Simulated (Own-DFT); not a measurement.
# Computed records: Hf36O71 (tetragonal hafnia with one neutral oxygen vacancy, atoms displaced)

Computed with Own-DFT development build. A calculation, not a measurement: plane-wave PBE and HSE06 DFT by an unreviewed code, no spin, of a simulated cell at Gamma alone, so results move with cell size and shape, stress positive in tension, energies less offsets, not probed for a lower state with spin; hafnium file: forces about 75 meV/angstrom off all-electron values; oxygen file: force components 24 meV/angstrom off all-electron in a glass; k mesh not checked against a denser one; forces and stress are PBE's, HSE06 gives the energy alone, and its difference from PBE has offsets of its own; offsets are fitted by least squares, one for each functional and potential file, so energies compare only between cells with the same atoms and settings and are not formation energies; the far tail of each file's local potential was reset to the Coulomb form; each entry is a single point on an unrelaxed cell, so the pressure reflects the starting lattice, taken from the Materials Project, from which strain is counted, and rises with the displacements; printed positions are rounded, which can move forces by about a meV/angstrom; the program is a retired in-house code; no spin-orbit coupling.

Settings shared by all entries: first functional PBE; second functional HSE06; exact exchange share 0.25; screening 0.11 1/bohr; exchange divergence Gygi-Baldereschi; potential files PseudoDojo norm-conserving, scalar-relativistic, made for PBE, standard set; wave cutoff 48 hartree; occupations fixed; k mesh 1 x 1 x 1 centred on Gamma.

(1) Hf36O71 (tetragonal hafnia with one neutral oxygen vacancy, atoms displaced)

```
Hf36O71
1.0
     10.7800     0.0000     0.0000
      0.0000    10.7800     0.0000
      0.0000     0.0000    10.4493
Hf O Hf O Hf O Hf O Hf O Hf O Hf O Hf O Hf O Hf O Hf O Hf O Hf O Hf O Hf O Hf O Hf O Hf O
2 4 2 4 2 4 2 4 2 4 2 4 2 4 2 4 2 4 2 4 2 4 2 4 2 4 2 4 2 3 2 4 2 4 2 4
Direct
  0.00577 0.00725 0.99769
  0.16933 0.15333 0.26106
  0.99477 0.16293 0.14590
  0.17232 0.99638 0.35060
  0.00396 0.16408 0.39819
  0.16480 0.01031 0.10455
  0.00462 0.00795 0.50234
  0.14948 0.17263 0.74232
  0.99228 0.17186 0.65684
  0.16472 0.00923 0.85259
  0.99556 0.16730 0.89444
  0.16713 0.99668 0.60087
  0.99455 0.34160 0.99562
  0.17129 0.50685 0.25055
  0.00761 0.50622 0.14649
  0.16328 0.32744 0.33319
  0.99737 0.49481 0.40152
  0.17090 0.33141 0.09690
  0.99239 0.34726 0.50009
  0.15965 0.50171 0.74680
  0.01553 0.49086 0.65384
  0.15237 0.31698 0.85577
  0.97949 0.50398 0.90279
  0.17653 0.32586 0.59929
  0.98775 0.65931 0.99804
  0.16650 0.82949 0.26017
  0.00410 0.84404 0.15468
  0.16783 0.66368 0.35307
  0.99625 0.83552 0.41542
  0.17809 0.66547 0.08819
  0.01153 0.67586 0.50147
  0.17001 0.82884 0.74838
  0.00228 0.82646 0.64471
  0.16536 0.66447 0.84937
  0.00657 0.83715 0.90368
  0.15602 0.66011 0.59578
  0.33208 0.00685 0.00674
  0.50439 0.14916 0.23803
  0.32989 0.16669 0.15567
  0.49709 0.01152 0.35063
  0.34538 0.16787 0.40103
  0.49480 0.00338 0.08451
  0.33525 0.98966 0.49218
  0.51035 0.17502 0.75562
  0.33011 0.15204 0.65135
  0.50383 0.99101 0.84723
  0.32719 0.16493 0.90676
  0.49728 0.00159 0.59601
  0.33109 0.33905 0.99886
  0.50160 0.49093 0.25514
  0.32880 0.49281 0.15411
  0.50158 0.33571 0.33954
  0.32833 0.50022 0.39522
  0.49280 0.32757 0.09825
  0.33813 0.33602 0.49843
  0.50630 0.49709 0.75233
  0.33323 0.49882 0.65283
  0.49288 0.33738 0.83619
  0.33161 0.50084 0.90775
  0.50255 0.33502 0.61067
  0.33067 0.66617 0.99859
  0.50038 0.82796 0.24873
  0.32855 0.83411 0.15817
  0.50067 0.66388 0.35083
  0.32556 0.83620 0.40556
  0.50258 0.66858 0.10087
  0.34057 0.66543 0.49204
  0.48685 0.82942 0.75079
  0.32490 0.82372 0.65081
  0.49250 0.65968 0.83463
  0.34380 0.83300 0.91361
  0.50247 0.68008 0.59514
  0.64625 0.99828 0.98309
  0.83610 0.16495 0.25664
  0.67264 0.15812 0.15396
  0.84481 0.01330 0.34881
  0.66987 0.18456 0.39089
  0.84255 0.99429 0.09391
  0.66528 0.98750 0.50168
  0.83640 0.17521 0.75118
  0.67545 0.15507 0.65398
  0.82378 0.00427 0.86529
  0.66212 0.17175 0.89316
  0.83847 0.99742 0.60236
  0.65777 0.34164 0.00175
  0.83717 0.50031 0.24975
  0.64600 0.50550 0.14296
  0.84262 0.32425 0.36144
  0.83107 0.34246 0.09266
  0.66511 0.33877 0.50304
  0.85123 0.50105 0.74458
  0.66489 0.50073 0.64678
  0.82536 0.34051 0.83577
  0.66521 0.50034 0.91491
  0.83207 0.33216 0.60296
  0.66481 0.66958 0.99789
  0.83083 0.83354 0.25653
  0.66245 0.82856 0.14985
  0.82241 0.67344 0.34657
  0.66337 0.84440 0.41839
  0.84691 0.67083 0.10070
  0.67047 0.66644 0.49541
  0.83941 0.82552 0.75860
  0.66149 0.83018 0.64467
  0.83641 0.66494 0.84958
  0.66427 0.82904 0.89557
  0.83645 0.66556 0.59933
```

- PBE energy of cell above offsets: -88.978 eV
- HSE06 less PBE above offsets: 0.493 eV
- PBE pressure: 5.06 GPa
- PBE stress xx: -2.98 GPa
- PBE stress yy: -7.05 GPa
- PBE stress zz: -5.15 GPa
- PBE stress yz: 0.9 GPa
- PBE stress xz: 0.74 GPa
- PBE stress xy: 0.06 GPa

Force:
```
element  x (eV/Å)  y (eV/Å)  z (eV/Å)
     Hf    -1.361     0.038     0.983
     Hf    -0.787      2.82    -2.881
      O     0.613     1.043     0.589
      O    -0.176    -1.461     1.327
      O     0.756     0.902     1.115
      O     1.005    -0.623     0.097
     Hf    -1.314     -0.19     0.769
     Hf     4.409    -1.991     0.965
      O     0.119    -0.144    -2.687
      O     0.175     -1.89    -0.872
      O    -1.055     1.107     0.355
      O    -0.489    -0.367    -0.592
     Hf     2.448    -3.478      1.61
     Hf     0.272    -3.411    -1.262
      O    -1.009    -0.071     0.456
      O     0.199      1.77     1.532
      O    -0.415     3.182    -0.984
      O    -1.667     0.729    -1.102
     Hf     1.368    -4.185    -0.498
     Hf     6.119    -0.902     2.332
      O    -4.106    -0.442    -1.996
      O     0.172     4.276    -0.646
      O     1.025    -1.051    -1.659
      O    -1.418     0.683    -0.638
     Hf     4.295     3.224    -0.051
     Hf    -0.948     1.117     -2.56
      O     0.203    -1.533     1.836
      O    -0.522     1.037     0.308
      O     0.229      0.22    -2.142
      O    -3.118     0.035     1.885
     Hf    -3.301    -0.112    -0.676
     Hf    -2.424     2.267      1.44
      O     0.202    -0.396     1.873
      O    -0.015    -0.406    -1.025
      O    -0.835    -1.482     -0.66
      O     3.799    -0.305     1.454
     Hf    -3.716      0.85    -1.511
     Hf    -0.489     4.084      0.33
      O     1.098    -0.929     0.032
      O     0.506    -4.361    -0.024
      O    -1.099    -0.016     0.381
      O     0.656    -0.148     3.141
     Hf     0.152     5.694     3.411
     Hf    -1.827     -2.61    -2.429
      O     0.644     1.051     0.834
      O     0.012     1.562    -0.273
      O     1.625     0.837     0.124
      O     0.184     -1.18    -0.311
     Hf    -1.513    -1.895     0.861
     Hf    -1.772     0.951    -1.268
      O     1.498     0.647     0.042
      O     0.203    -1.014     1.763
      O     0.257     0.308      0.91
      O     1.317     0.152    -0.706
     Hf     -0.31    -2.129      0.39
     Hf    -1.027     0.445    -1.806
      O    -0.059     0.725     -0.19
      O     0.338     -0.01     2.921
      O     -0.23    -0.134    -0.995
      O     0.058    -0.455    -1.993
     Hf     1.658    -0.284     0.056
     Hf    -0.731     -0.21    -0.774
      O     1.144     0.164     0.856
      O     0.178     0.692     0.149
      O     0.795    -3.314     -1.42
      O      -1.1     1.028    -0.716
     Hf      0.15    -0.736     1.847
     Hf      1.83     0.194    -1.046
      O     0.797    -0.138    -0.417
      O     0.549     1.061     1.649
      O    -0.473     0.285    -1.394
      O    -0.711    -0.868    -1.212
     Hf     5.257     0.777    -0.145
     Hf     0.123     0.303    -2.172
      O    -0.555     0.026    -1.349
      O    -1.024    -3.871     1.029
      O    -0.631    -1.487      1.37
      O     -2.08    -0.748     1.008
     Hf     0.622     7.238     4.607
     Hf    -1.582     -2.87     1.099
      O    -1.387      0.94    -0.329
      O     0.181    -0.875      -2.6
      O    -0.947     0.675     1.233
      O     0.193    -0.507    -0.516
     Hf     0.402    -2.014     0.884
     Hf    -0.314     -1.09    -0.071
      O     3.689    -0.491     1.296
      O     0.008     3.004    -1.119
      O     -0.91     0.972     0.739
     Hf     0.096    -1.141    -0.873
     Hf    -3.021    -0.006    -0.402
      O      1.05     0.567     0.131
      O     0.295      0.43     1.376
      O    -0.341     1.084     -2.13
      O     0.182     1.209    -0.436
     Hf    -0.471     0.207     1.089
     Hf     1.833     3.615    -2.816
      O     0.358     0.215     0.962
      O     -0.43     -1.88     0.184
      O     0.082    -5.677    -5.389
      O    -4.185    -0.305     1.417
     Hf    -0.164    -0.371     1.963
     Hf    -0.678     3.769    -1.293
      O     1.133     0.175     1.564
      O    -0.278    -0.481     0.424
      O    -0.023     -0.92     0.226
      O     0.468    -0.782    -0.165
```

(2) Hf36O71 (tetragonal hafnia with one neutral oxygen vacancy, atoms displaced)

```
Hf36O71
1.0
     10.7800     0.0000     0.0000
      0.0000    10.7800     0.0000
      0.0000     0.0000    10.4493
Hf O Hf O Hf O Hf O Hf O Hf O Hf O Hf O Hf O Hf O Hf O Hf O Hf O Hf O Hf O Hf O Hf O Hf O
2 4 2 4 2 4 2 4 2 4 2 4 2 4 2 4 2 4 2 4 2 4 2 4 2 4 2 4 2 4 2 3 2 4 2 4
Direct
  0.00300 0.99301 0.00572
  0.16327 0.17552 0.25874
  0.99540 0.16259 0.15966
  0.16467 0.99819 0.34603
  0.99465 0.16880 0.40133
  0.17412 0.00154 0.10492
  0.99792 0.99484 0.50874
  0.16851 0.16015 0.74800
  0.99452 0.16888 0.64728
  0.16366 0.00457 0.85194
  0.99549 0.16548 0.89928
  0.17256 0.99914 0.60572
  0.99871 0.32816 0.99838
  0.17209 0.50148 0.25555
  0.99760 0.50101 0.15344
  0.16657 0.32503 0.34864
  0.00287 0.50870 0.40486
  0.17446 0.34096 0.09159
  0.00298 0.32721 0.49499
  0.16713 0.49675 0.74932
  0.00614 0.50019 0.65598
  0.16780 0.32864 0.85118
  0.00111 0.49489 0.90635
  0.16232 0.33405 0.60004
  0.99377 0.67495 0.99944
  0.16813 0.83389 0.25112
  0.00355 0.83986 0.15458
  0.16970 0.66877 0.35245
  0.99398 0.83220 0.40280
  0.16609 0.66891 0.09739
  0.99688 0.65673 0.50269
  0.16276 0.84789 0.75231
  0.00858 0.83682 0.65678
  0.16461 0.67390 0.84580
  0.99385 0.83147 0.89953
  0.16294 0.66629 0.59803
  0.33114 0.00423 0.00914
  0.50505 0.15637 0.25096
  0.32200 0.16053 0.15681
  0.49086 0.98853 0.35605
  0.34412 0.15783 0.39851
  0.49871 0.00292 0.09913
  0.33121 0.00249 0.50715
  0.50172 0.16357 0.75985
  0.33121 0.16811 0.65094
  0.49513 0.00053 0.83793
  0.33298 0.16692 0.90581
  0.49218 0.00624 0.60058
  0.32347 0.33297 0.00294
  0.49892 0.49836 0.24838
  0.34010 0.49498 0.15950
  0.49469 0.34020 0.35333
  0.32235 0.49779 0.39745
  0.51287 0.33792 0.09858
  0.33685 0.32998 0.50141
  0.49671 0.49951 0.75116
  0.33055 0.50630 0.65406
  0.50186 0.32718 0.84989
  0.32590 0.49442 0.90274
  0.49794 0.33428 0.60298
  0.33639 0.67004 0.00519
  0.49868 0.82784 0.25550
  0.33682 0.83515 0.14720
  0.49570 0.67822 0.34805
  0.33273 0.83880 0.40408
  0.50032 0.66486 0.09871
  0.33394 0.66757 0.50252
  0.49655 0.84102 0.75317
  0.33395 0.82567 0.65271
  0.50512 0.65834 0.84659
  0.34233 0.84270 0.91409
  0.49546 0.66879 0.60099
  0.66798 0.01205 0.99375
  0.82869 0.16337 0.24921
  0.66880 0.16085 0.14870
  0.83135 0.99142 0.34687
  0.66682 0.16422 0.40328
  0.83120 0.99625 0.10199
  0.66567 0.00218 0.49941
  0.82980 0.16104 0.74882
  0.66858 0.16831 0.65463
  0.83287 0.00382 0.83866
  0.66710 0.16757 0.90300
  0.83114 0.99078 0.59370
  0.65979 0.33423 0.99471
  0.83214 0.49858 0.25425
  0.66746 0.49584 0.15635
  0.83950 0.32986 0.33926
  0.67709 0.50206 0.39971
  0.83397 0.33840 0.09834
  0.67273 0.33726 0.50102
  0.82990 0.49750 0.74832
  0.66961 0.50150 0.65975
  0.82916 0.33664 0.84876
  0.83250 0.33561 0.60379
  0.66868 0.67063 0.00093
  0.83656 0.83028 0.25321
  0.67451 0.83788 0.15792
  0.82794 0.66144 0.34131
  0.67006 0.84241 0.39572
  0.83365 0.66639 0.09670
  0.65878 0.66536 0.49757
  0.83248 0.83652 0.75659
  0.66111 0.83502 0.65889
  0.83219 0.66554 0.85323
  0.66438 0.83655 0.89904
  0.83443 0.66430 0.59247
```

- PBE energy of cell above offsets: -96.247 eV
- HSE06 less PBE above offsets: 0.092 eV
- PBE pressure: 2.74 GPa
- PBE stress xx: -1.78 GPa
- PBE stress yy: -3.26 GPa
- PBE stress zz: -3.19 GPa
- PBE stress yz: -0.28 GPa
- PBE stress xz: 0.16 GPa
- PBE stress xy: -0.2 GPa

Force:
```
element  x (eV/Å)  y (eV/Å)  z (eV/Å)
     Hf     0.046     1.484     0.955
     Hf    -0.291     -4.47    -1.896
      O     1.078     0.286    -0.928
      O    -0.406     0.966     0.978
      O     0.312    -1.394     0.545
      O    -2.376    -0.688    -0.898
     Hf     0.407    -0.337    -1.894
     Hf    -0.689     2.294     0.296
      O     0.629    -0.707     0.232
      O      -0.2    -0.285     0.959
      O     -0.06    -0.838     0.581
      O    -1.591     0.383     0.197
     Hf    -0.705     1.499     0.238
     Hf     -1.23     1.044    -0.811
      O     1.067    -0.099     0.998
      O    -0.169      3.09     1.457
      O     0.095    -3.347    -1.006
      O    -3.378    -0.306     2.346
     Hf    -0.655      1.06     1.256
     Hf    -0.339     1.175     1.305
      O    -1.667     0.096    -0.417
      O     0.044    -0.613    -0.673
      O     0.105     0.853    -0.039
      O     0.932     -0.32     -0.67
     Hf     1.349    -3.377     0.196
     Hf     0.788    -0.011     0.493
      O    -0.157    -0.199    -1.023
      O     0.102    -0.022    -0.938
      O     0.299    -0.327     0.699
      O     0.407    -0.203       0.3
     Hf     1.368     2.382     0.685
     Hf     1.798    -3.531    -0.114
      O    -2.222     0.749    -0.395
      O     0.281     0.073     0.011
      O     -0.14     1.782     0.103
      O     0.577    -0.084    -0.505
     Hf     0.472     0.103     0.155
     Hf    -1.641     -0.04      0.28
      O     2.267      1.03     0.021
      O     1.275      1.86    -0.867
      O    -0.562      1.79     0.757
      O     0.924     0.808    -0.195
     Hf     0.911    -0.835    -1.716
     Hf    -0.767     1.302    -2.297
      O     0.219     0.331     0.359
      O     0.696     0.773      2.23
      O      0.23    -0.282    -0.456
      O     1.564    -0.234     0.145
     Hf     3.002     0.026    -1.459
     Hf      1.29    -0.121    -0.038
      O    -1.268     0.315    -1.084
      O     0.442    -1.104    -0.264
      O     0.556     0.061      1.18
      O    -2.878    -0.665     0.908
     Hf     0.197    -0.081    -0.045
     Hf    -0.008    -0.551     0.376
      O     0.543     -0.56    -0.644
      O      0.51     1.168     0.156
      O     0.544     0.976     0.368
      O     0.765     0.208    -0.706
     Hf     -1.06     0.081    -1.178
     Hf     0.778     2.698    -2.005
      O    -0.384      -0.6     1.183
      O     0.435    -3.914     1.654
      O    -0.482    -1.035     0.221
      O     0.485     0.124     0.176
     Hf    -2.109     0.563     0.191
     Hf    -0.092     -2.46    -0.584
      O    -0.559     0.642     0.618
      O    -0.045     1.326     0.593
      O    -0.042    -1.359     -1.23
      O     1.319    -0.739    -0.755
     Hf      0.04     -2.99      2.51
     Hf     0.938    -0.706    -0.073
      O    -0.601    -0.124     0.191
      O     0.272     2.355     0.566
      O     -0.32     1.005    -0.489
      O     0.649     0.482    -1.763
     Hf    -0.755    -1.319     0.106
     Hf     1.224     2.896    -0.235
      O    -0.617    -0.328    -0.326
      O    -0.272     -1.17     1.643
      O    -0.163     0.144    -1.177
      O     0.009     0.297     0.715
     Hf     2.219     2.225     0.251
     Hf     0.713    -0.351    -2.208
      O    -0.198      0.74    -0.421
      O    -0.529     0.209     1.799
      O    -1.063    -0.563     1.189
      O    -0.544    -0.887    -0.712
     Hf    -0.924    -0.363     0.453
     Hf     2.018      0.16     1.106
      O    -1.702     0.013    -0.918
      O    -0.342     -0.96      -0.3
      O     0.269     0.183    -1.408
     Hf    -0.205    -0.547    -0.091
     Hf    -0.501    -0.088    -0.019
      O    -1.853    -0.761    -0.694
      O     0.065     1.178     0.891
      O    -0.446    -1.894      1.61
      O    -0.184      0.39     0.056
     Hf     1.263     1.494     0.429
     Hf    -0.614     -1.46    -1.344
      O      0.73    -0.008     -0.73
      O    -0.413     0.211    -0.634
      O     0.286     0.478     0.698
      O     -1.39     0.389      0.65
```
